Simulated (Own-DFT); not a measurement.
# Point defects and the pressure they add: C11b WSi2

Calculated, not measured: single-point runs of Own-DFT, a retired in-house plane-wave DFT program that no person has reviewed, on unrelaxed cells, without spin or spin-orbit coupling.

All runs used: PBE; PseudoDojo norm-conserving scalar-relativistic files; cutoff 50 hartree; 5 x 5 x 5 k mesh centred on Gamma; cold (Marzari-Vanderbilt) smearing of 0.2 eV.

Caveats: forces on such cells failed a check on a denser k mesh; stress not checked against mesh or cutoff.

All runs share one cell, with vectors in Å (-2.148, -5.953, 3.409); (-6.444, 2.976, 1.136); (-2.553, -2.948, -6.757) and a volume of 403.2 Å³. The atoms are randomly displaced, by u rms on each axis. The defect's site can differ from row to row.

```
cell,formula,u (Å),P (GPa)
no defect,Si20W10,0.0188,4.29
no defect,Si20W10,0.0206,4.52
no defect,Si20W10,0.0469,6.10
one Si vacancy,Si19W10,0.0291,3.57
one Si vacancy,Si19W10,0.0313,3.33
one Si vacancy,Si19W10,0.0470,3.91
one Si on a W site,Si21W9,0.0274,6.18
one Si on a W site,Si21W9,0.0320,6.43
one Si on a W site,Si21W9,0.0530,7.40
one W on a Si site,Si19W11,0.0284,9.87
one W on a Si site,Si19W11,0.0303,9.78
one W on a Si site,Si19W11,0.0473,10.83
one W on a Si site,Si19W11,0.0610,?
one W vacancy,Si20W9,0.0301,3.79
one W vacancy,Si20W9,0.0428,4.42
one W vacancy,Si20W9,0.0435,4.63
```

## Worked fit

P = P0 + c u² + a shift for each defect gives P0 = 4.29 GPa, c = 682 ± 77 GPa/Å² and a scatter of 0.21 GPa. The shifts, and each times the cell's volume:

- one W on a Si site: 4.97 ± 0.18 GPa, 12.5 eV
- one Si on a W site: 1.33 ± 0.18 GPa, 3.4 eV
- one W vacancy: -1.07 ± 0.18 GPa, -2.7 eV
- one Si vacancy: -1.61 ± 0.18 GPa, -4.0 eV

A positive shift means that the defect pushes the cell outwards. Shift times volume (160.2 GPa Å³ is 1 eV) depends little on the cell's size, so, taken for each site, it can be compared between cells at like pressure. The atoms around the defects weren't relaxed, which would change these numbers.

## Check

The question: what pressure belongs in the blank (one W on a Si site, u = 0.0610 Å)?

The fitted form gives 11.80 ± 0.31 GPa. DFT gave 13.06 GPa. The miss is larger than the scatter suggests: chance, or a term that the fit lacks.
